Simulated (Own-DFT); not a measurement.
# Point defects and the pressure they add: zincblende GaAs

No measurement is shown. These are fixed-geometry runs of a retired plane-wave code named Own-DFT, which no person has reviewed; spin and spin-orbit coupling are neglected.

Settings: PBE; PseudoDojo norm-conserving scalar-relativistic files; cutoff 42 hartree; 3 x 3 x 3 k mesh centred on Gamma; Fermi-Dirac smearing of 0.1 eV.

Known weak points (not all hold for every row): not probed for a lower state with spin; forces not confirmed at this smearing and k mesh; stress not checked against mesh or cutoff.

All runs share one cell, with vectors in Å (11.737, 0.000, 0.000); (0.000, 11.737, 0.000); (0.000, 0.000, 10.919) and a volume of 1504.3 Å³, strained against the parent crystal. The atoms are randomly displaced, by u rms on each axis. The defect's site can differ from row to row.

```
                             cell     formula   u (Å)  P (GPa)
                        no defect    As32Ga32  0.0270     0.73
                        no defect    As32Ga32  0.0328     0.82
                        no defect    As32Ga32  0.0475     1.00
              one In on a Ga site  As32Ga31In  0.0302     1.35
              one In on a Ga site  As32Ga31In  0.0319     1.33
              one In on a Ga site  As32Ga31In  0.0487     1.62
one As vacancy and one Ga vacancy    As31Ga31  0.0311     0.53
one As vacancy and one Ga vacancy    As31Ga31  0.0323     0.48
one As vacancy and one Ga vacancy    As31Ga31  0.0514     0.71
              one P on an As site   As31Ga32P  0.0273     0.49
              one P on an As site   As31Ga32P  0.0299     0.51
              one P on an As site   As31Ga32P  0.0453        ?
              one P on an As site   As31Ga32P  0.0530     0.94
              one Al on a Ga site  AlAs32Ga31  0.0306     0.73
              one Al on a Ga site  AlAs32Ga31  0.0514     1.12
              one Al on a Ga site  AlAs32Ga31  0.0538     1.08
```

## What the rows give

P = P0 + c u² + a shift for each defect gives P0 = 0.59 GPa, c = 187 ± 15 GPa/Å² and a scatter of 0.05 GPa. The shifts, and each times the cell's volume:

- one In on a Ga site: 0.57 ± 0.04 GPa, 5.4 eV
- one Al on a Ga site: -0.02 ± 0.04 GPa, -0.2 eV (not resolved)
- one P on an As site: -0.23 ± 0.04 GPa, -2.1 eV
- one As vacancy and one Ga vacancy: -0.31 ± 0.04 GPa, -2.9 eV

Against the defect-free cell, a freed cell would be larger where the shift is positive and smaller where it is negative (160.2 GPa Å³ is 1 eV). The atoms around the defects weren't relaxed, which would change these numbers.

## The run left out

Question: what pressure belongs in the blank (one P on an As site, u = 0.0453 Å)?

From the fit: 0.75 ± 0.05 GPa. The calculation gave 0.75 GPa.
